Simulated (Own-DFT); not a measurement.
# What random displacements cost in 3C SiC, 64 atoms (C32Si32)

All numbers below are calculated, not measured. They come from Own-DFT, an in-house plane-wave density functional program, since retired, whose code no person has reviewed. Each row is one single-point run on a periodic cell that was not relaxed, without spin or spin-orbit coupling.

Settings of every run: PBE; PseudoDojo norm-conserving scalar-relativistic files; cutoff 42 hartree; 4 x 4 x 4 k mesh centred on Gamma; Fermi-Dirac smearing of 0.1 eV.

Known limits, some of them of some rows only: some atoms lie very close together; forces on such cells passed a denser k mesh, each cell not checked; stress not checked against mesh or cutoff.

Cell vectors in Å: (8.719, 0.000, 0.000); (0.000, 8.719, 0.000); (0.000, 0.000, 8.719). In each run every atom was moved at random and independently from its ideal site; u is the rms move along one axis. E is the free energy for each atom above the fitted value at u = 0, and F the rms of the force components.

| run | u (Å) | E (meV/atom) | F (eV/Å) | largest force (eV/Å) | P (GPa) |
|---|---|---|---|---|---|
| 1 | 0.0294 | 33.4 | 0.873 | 3.82 | 3.84 |
| 2 | 0.0297 | 33.4 | 0.888 | 3.41 | 3.84 |
| 3 | 0.0618 | ? | ? | ? | ? |
| 4 | 0.0623 | 134.0 | 1.656 | 5.54 | 5.93 |
| 5 | 0.0944 | 344.0 | 2.979 | 9.53 | 11.40 |
| 6 | 0.1023 | 410.8 | 3.340 | 12.94 | 12.58 |
| 7 | 0.1543 | 1039.6 | 7.191 | 33.70 | 29.22 |

## Worked fit

For small independent moves the energy grows as E = (3/2) K u², with K the mean stiffness felt by one atom. The runs with u up to 0.11 Å give K = 25.2 ± 0.9 eV/Å², with residuals divided by u² + 0.0006 Å², since the noise grows with the moves. The scatter is 5.9 meV/atom at u = 0.05 Å. The forces follow F = G u with G = 30.2 eV/Å²; no force at u = 0 is resolved. G exceeds K because the moves of its neighbours add to the force on an atom, and stiffness differs between atoms. At u = 0.154 Å the parabola gives 899 meV/atom and the run 1040. The pressure follows P = 2.86 + 932 u² GPa: at fixed volume, shortened bonds push harder than stretched ones pull.

## Withheld run

Question: what energy and rms force should run 3 give?

The fit gives 144 ± 10 meV/atom and about 1.87 eV/Å. The calculation gave 135.3 meV/atom and 1.757 eV/Å.
